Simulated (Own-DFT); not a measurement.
# Device materials side by side: how hard are they to compress?

The numbers are computed, not measured, by runs of the plane-wave DFT program Own-DFT (in-house, retired, unreviewed) at fixed positions, with no spin and no spin-orbit coupling.

Known weak points (not all hold for every row): forces on such cells moved up to 12 meV/angstrom on a denser k mesh; forces not confirmed at this smearing and k mesh; k mesh not checked against a denser one; forces on such cells passed a denser k mesh, each cell not checked; stress not checked against mesh or cutoff.

All runs are PBE with PseudoDojo norm-conserving files; cutoff and k mesh are each material's own. Every cell starts from measured lattice constants and was given uniform random strains and small random moves of its atoms. Each triple is the change of volume in per cent, the rms move u in Å and the pressure in GPa.

- 3C SiC (C32Si32), 10.36 Å³/atom unstrained: (-2.89, 0.052, 12.39); (-2.12, 0.051, 10.99); (-1.21, 0.052, 8.83); (-0.91, 0.051, 7.51); (-0.18, 0.048, 5.92); (2.50, 0.048, -0.18); (2.75, 0.054, 0.10)
- wurtzite AlN (Al36N36), 10.45 Å³/atom unstrained: withheld
- wurtzite GaN (Ga36N36), 11.42 Å³/atom unstrained: (-2.60, 0.048, 13.21); (-1.74, 0.052, 11.36); (0.23, 0.049, 7.49); (0.86, 0.047, 6.19); (1.04, 0.050, 5.84); (1.24, 0.053, 5.56); (3.19, 0.046, 1.84)
- diamond silicon (Si64), 20.02 Å³/atom unstrained: (-2.69, 0.052, 5.44); (-2.60, 0.050, 5.18); (-1.70, 0.054, 4.59); (-0.47, 0.054, 3.13); (0.03, 0.050, 2.67); (1.91, 0.053, 0.83); (3.30, 0.052, -0.23)
- zincblende GaAs (As32Ga32), 22.58 Å³/atom unstrained: (-1.08, 0.049, 4.89); (-0.93, 0.050, 4.75); (-0.36, 0.050, 4.38); (0.22, 0.047, 3.79); (0.64, 0.052, 3.58); (1.02, 0.052, 3.25); (2.33, 0.049, 2.53)
- grey tin (Sn64), 34.15 Å³/atom unstrained: (-2.81, 0.052, 5.37); (-1.74, 0.050, 4.70); (-0.07, 0.052, 3.73); (0.22, 0.049, 3.72); (0.90, 0.051, 3.31); (0.97, 0.051, 3.26); (1.80, 0.049, 2.77)

## Fit

Fit a line to each set against the fractional change of volume; B is minus its slope, and u is nearly the same within a set. To take it to zero pressure, assume that B rises by 4 GPa for each GPa: B0 = B - 4 x (mean pressure). The bond length of an ideal tetrahedral crystal with the unstrained volume v is d = (√3/4)(8 v)^(1/3). Cohen's empirical rule reads B0 = (1971 - 220 L) d^(-3.5) GPa, with L = 0 for group IV crystals and SiC and 1 for III-V compounds.

```
material,L,d (Å),B (GPa),mean P (GPa),B0 (GPa),rule (GPa)
3C SiC (C32Si32),0,1.888,227 ± 8,6.5,201 ± 8,213
wurtzite AlN (Al36N36),1,1.893,?,?,?,188
wurtzite GaN (Ga36N36),1,1.950,197 ± 2,7.4,167 ± 2,169
diamond silicon (Si64),0,2.352,96 ± 3,3.1,83 ± 3,99
zincblende GaAs (As32Ga32),1,2.448,71 ± 3,3.9,55 ± 3,76
grey tin (Sn64),0,2.810,55 ± 1,3.8,40 ± 1,53
```

A line through ln[B0/(1971 - 220 L)] against ln d has a slope of -4.2 ± 0.2 and a scatter of 7 %. Against the rule, B0 stands at 94 % for 3C SiC, 99 % for wurtzite GaN, 84 % for diamond silicon, 72 % for zincblende GaAs, 75 % for grey tin. PBE tends to make silicon and heavier crystals too soft, and the rule itself is only a guide.

## The run left out

The question: what B0 does the fitted trend give for wurtzite AlN (Al36N36)?

From the line: 181 GPa. Its own runs give B = 222 ± 10 GPa at a mean pressure of 6.5 GPa, so B0 = 196 GPa.
